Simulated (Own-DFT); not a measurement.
# Computed records: GaN (wurtzite, strained, atoms displaced), SiC (2H silicon carbide, atoms displaced)

Computed with Own-DFT development build. A calculation, not a measurement: plane-wave PBE density functional theory by an unreviewed code, no spin, of a simulated periodic cell, stress positive in tension, free energy of the whole cell less one offset for each atom, forces on such cells passed a denser k mesh, this cell's mesh not checked; offsets are fitted by least squares, one for each functional and potential file, so energies compare only between cells with the same atoms and settings and are not formation energies; the far tail of each file's local potential was reset to the Coulomb form; each entry is a single point on an unrelaxed cell, so the pressure reflects the starting lattice, mostly measured values (interpolated for alloys), from which strain is counted, and rises with the displacements; printed positions are rounded, which can move forces by about a meV/angstrom; the program, named Own-DFT, is a retired in-house code; no spin-orbit coupling.

Common to all runs: functional PBE.

(1) GaN (wurtzite, strained, atoms displaced)

```
GaN
1.0
     12.7560     0.1276     0.0000
     -4.7006     8.2374     0.0000
      0.0000     0.0000    10.3700
Ga N Ga N Ga N Ga N Ga N Ga N Ga N Ga N Ga N Ga N Ga N Ga N Ga N Ga N Ga N Ga N Ga N Ga N Ga N Ga N Ga N Ga N Ga N Ga N
2 2 2 2 2 2 2 2 2 2 2 2 2 2 2 2 2 2 2 2 2 2 2 2 2 2 2 2 2 2 2 2 2 2 2 2 2 2 2 2 2 2 2 2 2 2 2 2
Direct
  0.07993 0.22836 0.99692
  0.16965 0.11158 0.24851
  0.08450 0.22517 0.18417
  0.16391 0.11030 0.43446
  0.08176 0.21495 0.49469
  0.17153 0.11660 0.75667
  0.08699 0.22280 0.69003
  0.16812 0.10895 0.94238
  0.07134 0.53907 0.99508
  0.17080 0.44822 0.25298
  0.08718 0.55382 0.18724
  0.16027 0.43647 0.44401
  0.08868 0.56327 0.49501
  0.16399 0.44716 0.74500
  0.08223 0.55201 0.68955
  0.16971 0.45026 0.94148
  0.07758 0.88784 0.99922
  0.16401 0.76951 0.24832
  0.08074 0.88129 0.18730
  0.17192 0.77912 0.44608
  0.08592 0.88843 0.50847
  0.16771 0.78395 0.74441
  0.07603 0.88842 0.68793
  0.16445 0.77071 0.93631
  0.33742 0.22804 0.00091
  0.41303 0.10942 0.25429
  0.34065 0.22310 0.18755
  0.41964 0.10845 0.43801
  0.33397 0.21780 0.50435
  0.41463 0.10373 0.74319
  0.33218 0.22634 0.69034
  0.41664 0.11313 0.94120
  0.32233 0.54178 0.00368
  0.41386 0.44196 0.26225
  0.33184 0.54727 0.18151
  0.41476 0.43969 0.43996
  0.33651 0.56040 0.51083
  0.41723 0.45214 0.75370
  0.33493 0.55760 0.68375
  0.42479 0.44530 0.94312
  0.33118 0.87938 0.00514
  0.42011 0.77954 0.24717
  0.34014 0.89217 0.19560
  0.42123 0.77466 0.43230
  0.33259 0.89172 0.50146
  0.42014 0.78222 0.75291
  0.34049 0.90462 0.69207
  0.41704 0.78266 0.94020
  0.58352 0.21387 0.00413
  0.66598 0.11520 0.24535
  0.58226 0.22330 0.18693
  0.67668 0.11152 0.44402
  0.58557 0.23013 0.50888
  0.67079 0.11827 0.74942
  0.59103 0.23176 0.69204
  0.66447 0.10953 0.94869
  0.58205 0.55355 0.98998
  0.66827 0.44796 0.24215
  0.58842 0.55333 0.19069
  0.66297 0.44807 0.44332
  0.58295 0.55654 0.49581
  0.66379 0.44706 0.74434
  0.58651 0.55844 0.68430
  0.66899 0.45368 0.93649
  0.58424 0.89121 0.00614
  0.66960 0.78659 0.24941
  0.58286 0.88936 0.17792
  0.66357 0.78053 0.43934
  0.58794 0.89442 0.49995
  0.66706 0.77731 0.75230
  0.57693 0.87695 0.68099
  0.66325 0.77502 0.92885
  0.83385 0.21855 0.00793
  0.91341 0.10753 0.24588
  0.83263 0.22249 0.19401
  0.92013 0.11638 0.44298
  0.83439 0.22253 0.49474
  0.91955 0.12058 0.74904
  0.83670 0.22698 0.69248
  0.91930 0.11209 0.94462
  0.83130 0.55128 0.99855
  0.92513 0.45797 0.24563
  0.84012 0.56849 0.18979
  0.92028 0.44207 0.44810
  0.83327 0.54860 0.50036
  0.91086 0.43960 0.74752
  0.83202 0.55650 0.68770
  0.91271 0.44708 0.94429
  0.83940 0.88881 0.99878
  0.91371 0.77613 0.24644
  0.83647 0.88952 0.18082
  0.91343 0.77724 0.44165
  0.83267 0.88170 0.49468
  0.90894 0.76789 0.74695
  0.83221 0.87517 0.67863
  0.91695 0.77890 0.93445
```

- potential files: PseudoDojo norm-conserving, scalar-relativistic, standard set with the stringent files for Ga
- wave cutoff: 96 hartree
- occupations: Gaussian
- smearing width: 0.01 eV
- k mesh: 3 x 4 x 3 centred on Gamma
- free energy of cell above offsets: -4.686 eV
- pressure: 7.25 GPa
- stress xx: -7.74 GPa
- stress yy: -6.88 GPa
- stress zz: -7.14 GPa
- stress yz: -0.41 GPa
- stress xz: -0.41 GPa
- stress xy: 3.7 GPa

Force:
```
element  x (eV/Å)  y (eV/Å)  z (eV/Å)
     Ga     1.826    -0.506     0.508
     Ga    -0.162    -0.246    -0.694
      N    -0.144    -0.245      0.67
      N     1.639    -0.604     0.433
     Ga    -0.314     0.645     1.178
     Ga    -0.578    -0.814    -0.288
      N    -0.606      0.07    -0.136
      N    -0.443     0.882     0.082
     Ga     1.024     2.555     0.359
     Ga     0.275    -1.019     0.354
      N    -0.425    -0.079    -0.247
      N     1.305     1.283     -0.74
     Ga    -0.277    -1.629     1.358
     Ga     1.239    -0.414     0.519
      N    -1.078      1.12    -0.413
      N    -1.106    -1.329    -1.635
     Ga     1.492    -0.303    -0.182
     Ga     0.489     1.464     0.225
      N     0.039      0.68     0.332
      N    -0.839     0.393    -1.282
     Ga    -1.197     0.168    -1.608
     Ga    -0.042    -0.645     1.114
      N     1.031     0.403     0.981
      N    -0.312     0.157     0.286
     Ga     0.108    -1.056     0.072
     Ga     1.225     0.314    -0.485
      N    -1.676     0.238     0.482
      N    -0.087     0.567     0.951
     Ga    -0.769     0.291    -0.511
     Ga     0.056     4.352     2.732
      N     0.756    -0.044     0.006
      N     0.648    -0.735    -0.619
     Ga     2.184     1.909    -0.902
     Ga     0.965     0.251    -2.249
      N     0.007     0.854     1.998
      N    -0.189     0.197     1.299
     Ga     -0.24    -0.568    -3.161
     Ga     1.083    -0.492    -0.269
      N    -0.826     0.379     2.821
      N     -2.75    -0.196    -1.229
     Ga     -1.33     1.248    -0.377
     Ga     0.358    -0.984     0.138
      N    -1.448    -0.857    -0.681
      N     -0.74     0.439     0.947
     Ga     1.757    -0.334    -0.205
     Ga    -0.369     -0.25     0.206
      N    -0.266    -4.344    -1.747
      N     1.012     -1.37    -0.147
     Ga    -2.057     1.432    -0.863
     Ga     0.201    -0.347     1.157
      N     0.025     0.052     0.919
      N    -2.493     0.357    -1.241
     Ga      0.63    -0.677    -1.486
     Ga     0.188    -1.407     0.675
      N    -0.888    -1.481    -0.072
      N     1.737     0.207    -1.787
     Ga     0.754     1.288     2.102
     Ga     0.908    -0.563     1.368
      N     -2.25     1.377    -0.723
      N     1.849    -0.714    -1.212
     Ga    -0.852     0.637     0.491
     Ga     0.743      0.64     1.219
      N     -1.47    -0.249     0.159
      N      1.05    -1.596    -0.225
     Ga     0.038    -1.099    -3.161
     Ga     0.253    -1.319    -0.163
      N     0.286     0.304     3.312
      N     1.196    -0.259    -1.052
     Ga    -0.846    -0.493     -0.28
     Ga     0.355     0.325     -1.94
      N     0.365     1.817     1.431
      N     0.505     0.953      2.28
     Ga    -0.803     0.181    -0.616
     Ga     1.156     0.697     0.984
      N    -0.131     0.838    -0.236
      N    -0.147    -1.537    -1.217
     Ga     0.982     0.217     0.997
     Ga     1.152    -1.775    -0.023
      N    -0.656    -1.031    -0.739
      N    -0.841    -0.059    -1.259
     Ga    -1.315     1.326     0.326
     Ga    -0.433    -1.335     1.256
      N    -0.182    -2.502    -0.729
      N    -0.293     1.007     -1.76
     Ga    -0.806     0.816    -0.251
     Ga     0.522     1.572     0.555
      N     0.216    -1.342    -0.062
      N     0.668    -1.935    -1.162
     Ga    -1.535    -0.422      -0.9
     Ga     0.743     1.544     1.554
      N    -0.954     0.133     1.034
      N     2.066    -0.894    -1.252
     Ga    -1.296      1.19     0.521
     Ga     0.762     1.152     0.454
      N    -1.652     1.946      1.33
      N     0.241    -0.766     0.046
```

(2) GaN (wurtzite, strained, atoms displaced)

```
GaN
1.0
     12.7560     0.0000     0.0000
     -4.7835     8.2853     0.0207
      0.0000     0.0259    10.3700
Ga N Ga N Ga N Ga N Ga N Ga N Ga N Ga N Ga N Ga N Ga N Ga N Ga N Ga N Ga N Ga N Ga N Ga N Ga N Ga N Ga N Ga N Ga N Ga N
2 2 2 2 2 2 2 2 2 2 2 2 2 2 2 2 2 2 2 2 2 2 2 2 2 2 2 2 2 2 2 2 2 2 2 2 2 2 2 2 2 2 2 2 2 2 2 2
Direct
  0.07636 0.22224 0.00269
  0.17055 0.10919 0.24731
  0.08499 0.22479 0.19336
  0.15099 0.10402 0.44246
  0.08148 0.22430 0.50171
  0.16745 0.10772 0.75374
  0.08185 0.21970 0.69211
  0.17262 0.12069 0.94161
  0.08741 0.56336 0.99842
  0.16706 0.45634 0.23890
  0.08809 0.55474 0.18456
  0.16206 0.44718 0.43857
  0.08337 0.56200 0.50507
  0.16560 0.43398 0.75162
  0.08456 0.56240 0.68583
  0.15844 0.42861 0.94788
  0.07689 0.88989 0.99608
  0.16886 0.78057 0.24639
  0.08533 0.89580 0.19185
  0.16998 0.77444 0.43688
  0.08212 0.88121 0.50215
  0.16857 0.78259 0.75196
  0.07485 0.88099 0.68491
  0.16847 0.78546 0.93566
  0.34421 0.23090 0.00081
  0.41799 0.10872 0.25541
  0.32885 0.21649 0.20177
  0.41431 0.10250 0.43894
  0.33470 0.21751 0.50121
  0.41796 0.11975 0.75382
  0.32736 0.21063 0.69741
  0.41601 0.11344 0.93913
  0.32920 0.55775 0.99121
  0.41685 0.44132 0.25193
  0.33783 0.54938 0.19058
  0.41857 0.44552 0.43451
  0.33782 0.55373 0.49332
  0.41676 0.44624 0.75093
  0.33161 0.55227 0.69046
  0.41458 0.44927 0.93556
  0.33684 0.88184 0.99633
  0.42158 0.78968 0.25373
  0.33406 0.89539 0.18863
  0.41852 0.78325 0.43760
  0.32897 0.88404 0.49632
  0.41893 0.78357 0.74982
  0.33420 0.89199 0.68799
  0.41523 0.77552 0.94010
  0.58109 0.22601 0.99611
  0.66321 0.11700 0.25190
  0.58331 0.22181 0.19475
  0.66731 0.11703 0.44560
  0.58281 0.22797 0.51032
  0.66861 0.11177 0.74698
  0.57689 0.22391 0.68947
  0.66987 0.11225 0.93113
  0.58160 0.54555 0.00891
  0.67195 0.43850 0.24751
  0.58940 0.56843 0.18576
  0.67150 0.44885 0.43251
  0.58051 0.56843 0.50536
  0.66633 0.44877 0.75830
  0.58980 0.55698 0.68870
  0.66331 0.44343 0.94664
  0.57964 0.89418 0.00046
  0.66179 0.76333 0.25472
  0.57803 0.88003 0.18632
  0.66013 0.77310 0.44233
  0.58189 0.87953 0.49774
  0.67728 0.79002 0.74640
  0.58375 0.87954 0.69554
  0.66844 0.77832 0.93506
  0.83092 0.21829 0.00483
  0.91202 0.11153 0.25638
  0.82962 0.21655 0.18125
  0.91901 0.11307 0.43571
  0.84103 0.22472 0.49978
  0.92046 0.11112 0.75437
  0.82640 0.20770 0.68576
  0.91667 0.11858 0.93556
  0.83767 0.55206 0.00113
  0.91443 0.43864 0.25261
  0.84035 0.56592 0.19009
  0.91669 0.44075 0.43953
  0.83781 0.55659 0.50613
  0.92223 0.44587 0.74602
  0.83015 0.55427 0.68467
  0.91736 0.45067 0.93994
  0.83222 0.88458 0.00600
  0.91041 0.78357 0.25576
  0.83111 0.88426 0.18825
  0.91458 0.76539 0.43728
  0.84329 0.89688 0.49738
  0.90691 0.76972 0.75094
  0.83769 0.89064 0.68541
  0.91582 0.78137 0.93473
```

- potential files: PseudoDojo norm-conserving, scalar-relativistic, standard set with the stringent files for Ga
- wave cutoff: 96 hartree
- occupations: Gaussian
- smearing width: 0.01 eV
- k mesh: 3 x 4 x 3 centred on Gamma
- free energy of cell above offsets: -4.696 eV
- pressure: 6.95 GPa
- stress xx: -7.05 GPa
- stress yy: -6.28 GPa
- stress zz: -7.52 GPa
- stress yz: 0.72 GPa
- stress xz: 0.28 GPa
- stress xy: 0.58 GPa

Force:
```
element  x (eV/Å)  y (eV/Å)  z (eV/Å)
     Ga      1.33    -1.886     1.328
     Ga    -2.507     0.319     1.301
      N    -0.769    -0.404     -0.36
      N     2.518     0.116    -0.383
     Ga     0.446     0.879    -0.112
     Ga    -1.127    -0.748       0.1
      N      0.31    -0.193    -0.553
      N     -0.42    -0.756     0.111
     Ga    -0.323    -0.629    -0.288
     Ga     2.862    -2.141     1.998
      N    -2.845     1.455    -0.297
      N     0.882     0.142    -0.139
     Ga       0.8    -0.951    -1.202
     Ga    -0.572     1.159     0.182
      N     0.789    -0.697      1.31
      N    -0.126     3.515    -1.971
     Ga     1.214     1.063     0.907
     Ga    -0.737    -0.224     0.169
      N    -0.405    -1.701    -0.854
      N    -1.333     0.355     -0.49
     Ga    -0.223     0.646    -0.728
     Ga    -0.307     0.039    -0.697
      N     0.551     0.372     1.198
      N     0.273     -0.39     0.727
     Ga    -2.091    -0.628     0.862
     Ga    -0.627      0.54     -0.33
      N     2.428     1.361     -1.82
      N    -0.035     1.045     0.633
     Ga    -1.262    -0.252     0.053
     Ga     0.318    -1.602     -0.21
      N       0.1     2.016    -1.717
      N     0.837     -0.62     0.348
     Ga     0.664    -1.189     1.856
     Ga     0.343     0.107    -0.694
      N    -1.476     1.514    -0.815
      N     0.357    -0.689     1.283
     Ga    -2.063     0.049     0.515
     Ga     0.565    -0.147    -0.395
      N     0.071     0.506    -0.446
      N     1.017    -0.181     0.712
     Ga    -1.996     1.486     0.876
     Ga    -0.459    -1.805    -0.756
      N     0.663    -0.769     -0.62
      N     0.129    -0.823     0.476
     Ga     0.875     0.333     1.196
     Ga    -0.148    -0.794    -0.372
      N     0.112     0.107     0.127
      N     0.278     0.218    -0.931
     Ga     1.145    -1.323     0.754
     Ga     1.441    -1.639      0.84
      N    -0.843     0.089    -1.867
      N     0.472    -0.731    -0.583
     Ga     0.305     0.199    -1.958
     Ga    -1.112     -0.65      -0.3
      N     1.408     0.424     1.281
      N    -1.193     0.333     1.152
     Ga    -1.427     2.268    -1.725
     Ga    -0.766     1.552     0.689
      N     0.274    -4.007     0.643
      N    -0.786    -0.124     1.191
     Ga     1.949    -2.775    -0.154
     Ga     0.471    -0.643    -0.743
      N    -1.396     0.314     0.349
      N     1.257     0.353    -0.789
     Ga     1.808    -0.755    -0.269
     Ga     -0.49     3.133     0.105
      N     0.909     1.646     0.471
      N     1.903      1.66    -1.079
     Ga    -1.112     2.333     1.083
     Ga    -0.318    -1.559     1.234
      N    -1.053     1.224    -1.427
      N    -0.264     -0.15     0.701
     Ga    -0.021     0.652    -2.055
     Ga     1.298    -0.014    -1.847
      N    -0.348     0.508     2.295
      N    -0.476    -0.378     0.741
     Ga    -1.571    -0.748     0.321
     Ga    -0.773    -0.309    -0.556
      N     1.369     1.921     0.121
      N     0.041    -1.312     0.968
     Ga    -1.384     1.175     0.549
     Ga     0.287      0.88    -0.512
      N     0.187    -1.181    -0.449
      N     0.175     0.658    -0.047
     Ga    -1.141    -1.334    -1.551
     Ga    -1.109      -0.7     0.599
      N     0.483    -0.735     1.776
      N     1.204    -1.107    -0.838
     Ga    -0.924     0.503    -1.177
     Ga     2.343    -0.462    -0.521
      N    -1.189     1.065     0.919
      N    -0.412     1.703      0.49
     Ga    -0.502    -1.341      0.38
     Ga     1.194     0.565    -0.382
      N    -0.037     0.593     -0.43
      N     -0.16    -0.895     0.521
```

(3) SiC (2H silicon carbide, atoms displaced)

```
SiC
1.0
      6.1654     0.0000     0.0000
     -3.0827     5.3394     0.0000
      0.0000     0.0000    10.0681
Si C Si C Si C Si C Si C Si C Si C Si C
2 2 2 2 2 2 2 2 2 2 2 2 2 2 2 2
Direct
  0.98781 0.97972 0.99564
  0.16029 0.33361 0.24519
  0.99511 0.99567 0.20735
  0.15652 0.31073 0.42868
  0.99633 0.02131 0.51472
  0.18890 0.33592 0.75108
  0.97763 0.98077 0.69156
  0.15409 0.29076 0.93072
  0.97668 0.48474 0.99928
  0.14665 0.82414 0.26373
  0.97051 0.46790 0.17725
  0.17238 0.82642 0.45028
  0.00073 0.52644 0.49028
  0.17341 0.83599 0.74640
  0.98104 0.49453 0.68919
  0.19681 0.85626 0.92655
  0.49399 0.00290 0.99674
  0.66217 0.34556 0.25052
  0.48390 0.00916 0.17428
  0.68500 0.30998 0.42235
  0.48577 0.00809 0.49840
  0.65842 0.30024 0.75310
  0.51888 0.02761 0.68141
  0.67381 0.32401 0.91147
  0.48738 0.51154 0.00169
  0.66989 0.82095 0.25536
  0.49257 0.52197 0.16182
  0.64626 0.81106 0.45129
  0.52185 0.53519 0.49934
  0.66180 0.82582 0.74379
  0.49240 0.49118 0.69181
  0.64894 0.85227 0.94990
```

* potential files: PseudoDojo norm-conserving, scalar-relativistic, standard set
* wave cutoff: 42 hartree
* occupations: Fermi-Dirac
* smearing width: 0.1 eV
* hardware: one NVIDIA H100
* k mesh: 5 x 5 x 3 centred on Gamma
* free energy of cell above offsets: 6.987 eV
* pressure: 13.19 GPa
* stress xx: -5.04 GPa
* stress yy: -15.16 GPa
* stress zz: -19.37 GPa
* stress yz: 1.6 GPa
* stress xz: -0.26 GPa
* stress xy: -2.98 GPa
* wall time: 124.6 s

Force:
```
element  x (eV/Å)  y (eV/Å)  z (eV/Å)
     Si      0.42    -0.138     1.294
     Si      0.34    -0.416    -0.175
      C     0.219    -0.424    -2.897
      C     0.431     4.291      1.11
     Si     0.324     -2.51    -1.829
     Si    -4.809    -1.793    -0.203
      C     2.544     2.404    -0.016
      C    -0.684     4.136     1.771
     Si     2.095     0.617    -3.173
     Si     2.336     0.646    -2.791
      C     0.439     2.639     2.068
      C    -2.706     3.941    -2.645
     Si      1.76    -6.981     3.646
     Si    -0.653    -1.087    -0.675
      C     2.615     0.795    -1.416
      C    -3.726    -3.731     1.096
     Si    -0.978     2.866     0.873
     Si     -1.01    -2.616    -3.441
      C     0.146    -0.611     4.381
      C    -2.559     2.931     2.186
     Si     3.117    -0.113       0.6
     Si      -0.4     7.287    -4.774
      C     -0.87    -7.593    -2.223
      C    -1.491     1.347     10.39
     Si     0.505    -1.477    -7.962
     Si    -3.138     1.735     -0.81
      C     0.848    -1.618     10.15
      C     0.123     10.03    -4.485
     Si    -0.503    -12.28      3.23
     Si    -1.706     0.127     2.258
      C     2.317     1.102    -1.903
      C     4.653    -3.503    -3.632
```
